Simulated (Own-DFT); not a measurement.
# Response to strain: wurtzite AlN, 72 atoms (Al36N36)

All numbers below are calculated, not measured. The program, named Own-DFT, is a retired in-house plane-wave density functional code that no person has reviewed. Each row is one single-point run on a periodic cell that was not relaxed, without spin or spin-orbit coupling.

Settings of every run: PBE; PseudoDojo norm-conserving scalar-relativistic files; cutoff 42 hartree; 4 x 4 x 3 k mesh centred on Gamma; Gaussian smearing of 0.01 eV.

Known limits: k mesh not checked against a denser one; stress not checked against mesh or cutoff.

Unstrained cell vectors in Å: (9.336, 0.000, 0.000); (-4.668, 8.085, 0.000); (0.000, 0.000, 9.964). The unstrained cell has measured lattice constants (interpolated for alloys), not those of this functional. That, the random moves and any unrelaxed bonds set the pressure at no strain. Each run strains this cell uniformly, with the atoms carried along. Every atom was also moved at random, by a Gaussian of width 0.05 Å on each axis. Strain is the symmetric tensor, in per cent. Stress is positive in tension, and the pressure is minus a third of its trace.

| run | e_xx (%) | e_yy (%) | e_zz (%) | e_yz (%) | e_xz (%) | e_xy (%) | s_xx (GPa) | s_yy (GPa) | s_zz (GPa) | s_yz (GPa) | s_xz (GPa) | s_xy (GPa) | P (GPa) | E (meV/atom) |
|---|---|---|---|---|---|---|---|---|---|---|---|---|---|---|
| 1 | 0.71 | -1.06 | 1.96 | 1.15 | -0.15 | -1.09 | 0.59 | -9.60 | 1.04 | 1.87 | -0.42 | -4.23 | 2.66 | 18.6 |
| 2 | -1.45 | -1.51 | 1.60 | 0.51 | 0.45 | -0.08 | -11.78 | -16.81 | 0.62 | 0.63 | 1.65 | 0.79 | 9.32 | 34.6 |
| 3 | 0.85 | 1.77 | 0.29 | -0.03 | -0.50 | 0.33 | -0.13 | 3.35 | -0.48 | -0.08 | -1.10 | 0.60 | -0.91 | 0.0 |
| 4 | -1.82 | 0.87 | -0.26 | 0.93 | 1.28 | -1.32 | -14.45 | -4.64 | -7.71 | 2.89 | 2.59 | -1.99 | 8.93 | 46.8 |
| 5 | 1.87 | 1.06 | -0.55 | -0.66 | -0.11 | 0.89 | 1.13 | 1.56 | -4.25 | -2.39 | -0.77 | 2.75 | 0.52 | 12.8 |
| 6 | -0.52 | -1.34 | -1.30 | 1.42 | 0.32 | -0.39 | -9.96 | -14.49 | -12.79 | 3.51 | 0.50 | -2.13 | 12.41 | 35.8 |
| 7 | 0.11 | 1.67 | -0.88 | -1.12 | 1.63 | 0.86 | -3.37 | 1.94 | -8.82 | -2.97 | 4.01 | 3.10 | 3.42 | 12.8 |
| 8 | 0.03 | -0.64 | -0.73 | -1.57 | -1.97 | -0.11 | -6.79 | -8.96 | -11.73 | -3.15 | -5.18 | 1.11 | 9.16 | 52.6 |
| 9 | 1.96 | 1.16 | 1.07 | -0.99 | -0.94 | -1.97 | 4.53 | 2.24 | 0.19 | -1.69 | -1.87 | -5.46 | -2.32 | 29.3 |
| 10 | 1.06 | -1.44 | -0.61 | -1.98 | 1.40 | 0.02 | -3.64 | -10.21 | -9.30 | -5.38 | 3.93 | -1.14 | 7.72 | 27.5 |
| 11 | 1.63 | 1.64 | -0.96 | 0.49 | -0.46 | -0.22 | 0.19 | 1.95 | -5.56 | 1.42 | -1.42 | -1.91 | 1.14 | 24.9 |
| 12 | -1.29 | -1.25 | -0.35 | 1.94 | 1.24 | -0.34 | -11.75 | -14.96 | -13.32 | 5.39 | 3.39 | 0.40 | 13.34 | 70.4 |
| 13 | 0.79 | 1.48 | -1.14 | 1.78 | -1.96 | -1.16 | -0.64 | -0.71 | -9.66 | 4.40 | -4.27 | -5.07 | 3.67 | 44.4 |
| 14 | 0.60 | -1.46 | -0.13 | 1.24 | 1.90 | 0.94 | -3.89 | -16.41 | -5.35 | 3.36 | 4.66 | 4.05 | 8.55 | 49.4 |
| 15 | 0.29 | 1.31 | -0.41 | -1.80 | 1.02 | -1.26 | -3.74 | -1.44 | -4.44 | -3.91 | 3.35 | -5.49 | 3.21 | 25.1 |
| 16 | -0.48 | -0.81 | 0.40 | -0.26 | -0.42 | 0.97 | -10.14 | -9.02 | -5.87 | -1.80 | -1.42 | 3.45 | 8.34 | 50.9 |
| 17 | -1.91 | -0.89 | -1.13 | -0.26 | 0.90 | 1.91 | -18.10 | -12.97 | -14.04 | -1.24 | 1.64 | 9.07 | 15.04 | 48.8 |
| 18 | 1.93 | -1.82 | -1.82 | -1.48 | -1.30 | 1.85 | ? | ? | ? | ? | ? | ? | ? | ? |

E is the free energy for each atom above the lowest run shown.

## Worked fit

Each stress component was fitted by least squares to a constant and the strains of the runs shown, as fractions, with shears doubled. Shear strains stay in the fit of a normal stress only where such slopes are resolved. The slopes, in GPa:

```
stress  at no strain  per e_xx  per e_yy  per e_zz  scatter
  s_xx          -5.8  449 ± 32   78 ± 30  125 ± 37     1.38
  s_yy          -6.7  132 ± 37  476 ± 35   34 ± 43     1.60
  s_zz          -5.9  102 ± 40  115 ± 38  450 ± 47     1.75
```

Each shear stress against twice its own strain: yz 122 ± 6, xz 127 ± 6, xy 177 ± 17 GPa. These are stiffnesses along x, y and z of the frame in which the cell vectors are given, which need not be the crystal's axes. The atoms are held to the strained lattice; where symmetry lets them move under strain, relaxing them would lower some slopes. The table should be nearly symmetric about its diagonal, and what it lacks of that shows the noise. A ninth of its sum, 218 ± 5 GPa, estimates the bulk modulus near the mean pressure of these runs, 6.1 GPa, so it lies above the value at zero pressure.

## Withheld run

Question: what normal stresses and pressure should run 18 give?

The fit gives s_xx = -0.9, s_yy = -13.4, s_zz = -14.2 and P = 9.5 GPa. The calculation gave -0.34, -17.78, -12.04 and P = 10.05 GPa.
